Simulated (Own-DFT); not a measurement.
# Strain and stress in 4H SiC, 32 atoms (C16Si16)

These are calculations, not measurements. They come from Own-DFT, an in-house plane-wave density functional program, since retired, whose code no person has reviewed. Each row is one single-point run on a periodic cell that was not relaxed, without spin or spin-orbit coupling.

Settings of every run: PBE; PseudoDojo norm-conserving scalar-relativistic files; cutoff 42 hartree; 5 x 5 x 3 k mesh centred on Gamma; Fermi-Dirac smearing of 0.1 eV.

Known limits: forces on such cells passed a denser k mesh, each cell not checked; stress not checked against mesh or cutoff.

Unstrained cell vectors in Å: (6.165, 0.000, 0.000); (-3.083, 5.339, 0.000); (0.000, 0.000, 10.068). The unstrained cell has measured lattice constants (interpolated for alloys), not those of this functional. That, the random moves and any unrelaxed bonds set the pressure at no strain. Each run strains this cell uniformly, with the atoms carried along. Every atom was also moved at random, by a Gaussian of width 0.05 Å on each axis. Strain is the symmetric tensor, in per cent. Stress is positive in tension, and the pressure is minus a third of its trace.

```
run  e_xx (%)  e_yy (%)  e_zz (%)  e_yz (%)  e_xz (%)  e_xy (%)  s_xx (GPa)  s_yy (GPa)  s_zz (GPa)  s_yz (GPa)  s_xz (GPa)  s_xy (GPa)  P (GPa)  E (meV/atom)
  1     -1.46      1.99     -0.62      1.95      1.08     -1.02      -13.61        3.11       -6.80        5.86        3.70       -5.12     5.76          41.3
  2     -0.10      0.08      0.25      0.47      0.42      1.76       -4.66       -5.06       -5.62        1.94        0.11        8.47     5.11          38.3
  3     -1.44     -0.54     -1.65      0.57     -1.36      0.98      -15.36       -9.50      -18.31        2.80       -6.10        6.54    14.39          47.6
  4      1.92     -1.23     -1.68     -0.35     -1.19      0.22        4.69       -7.61      -22.63       -1.57       -3.90        0.41     8.52          62.4
  5     -1.91      1.94      0.42      0.73      0.68     -0.69      -13.45        1.93       -3.29        3.36        4.25       -4.55     4.94          51.1
  6     -0.81      1.64      0.82     -0.44     -0.42     -0.30       -8.76        4.18        1.76       -2.01       -1.31       -1.15     0.94           0.0
  7     -1.91      1.03      1.48      0.56      0.71     -0.01      -11.99       -1.52        1.17        1.91        3.23        0.28     4.11          46.1
  8      0.05      0.94     -0.66     -1.10     -1.57     -0.84       -3.10       -0.48      -10.90       -2.88       -4.95       -3.81     4.83          35.3
  9      1.47      1.00     -1.01      1.95     -0.61      0.07        2.85        3.12      -10.86        7.04       -2.02       -0.41     1.63          16.4
 10      0.36     -0.50      1.32      1.44     -1.95      1.77       -4.58       -7.75        2.04        6.19       -7.86        9.60     3.43          43.4
 11      0.50      0.72     -0.22      0.81     -0.44      0.72       -0.35       -0.63       -8.24        2.56       -1.65        2.65     3.07          35.6
 12     -1.51      0.87      0.02      0.17     -0.32     -0.78      -11.06       -4.54       -5.08       -1.99       -2.12       -3.75     6.89          49.0
 13     -0.98      1.49     -1.33      1.55     -1.82     -0.15      -11.11        1.96      -14.75        6.38       -7.42        0.68     7.97          63.9
 14     -0.55     -1.04      1.32      1.04     -0.85      0.34       -6.08       -9.80       -0.87        2.16       -1.83        0.66     5.59          30.5
 15      0.60     -1.77     -1.41      1.37     -1.08      1.96       -4.90      -12.28      -17.79        5.09       -4.36        9.24    11.66          51.8
 16     -1.68      1.67     -0.85     -1.70     -0.73      1.31           ?           ?           ?           ?           ?           ?        ?             ?
```

E is the free energy for each atom above the lowest run shown.

## Worked fit

Each stress component was fitted by least squares to a constant and the strains of the runs shown, as fractions, with shears doubled. Shear strains stay in the fit of a normal stress only where such slopes are resolved. The slopes, in GPa:

| stress | at no strain | per e_xx | per e_yy | per e_zz | scatter |
|---|---|---|---|---|---|
| s_xx | -4.7 | 557 ± 41 | 65 ± 39 | 97 ± 38 | 1.48 |
| s_yy | -4.6 | 157 ± 29 | 507 ± 27 | 3 ± 27 | 1.04 |
| s_zz | -7.4 | 13 ± 45 | 156 ± 42 | 645 ± 42 | 1.63 |

Each shear stress against twice its own strain: yz 167 ± 16, xz 190 ± 15, xy 270 ± 14 GPa. These are stiffnesses along x, y and z of the frame in which the cell vectors are given, which need not be the crystal's axes. The atoms are held to the strained lattice; where symmetry lets them move under strain, relaxing them would lower some slopes. The table should be nearly symmetric about its diagonal, and what it lacks of that shows the noise. A ninth of its sum, 244 ± 8 GPa, estimates the bulk modulus near the mean pressure of these runs, 5.9 GPa, so it lies above the value at zero pressure.

## Withheld run

Question: what normal stresses and pressure should run 16 give?

The fit gives s_xx = -13.8, s_yy = 1.2, s_zz = -10.5 and P = 7.7 GPa. The calculation gave -17.36, 3.02, -8.87 and P = 7.74 GPa.
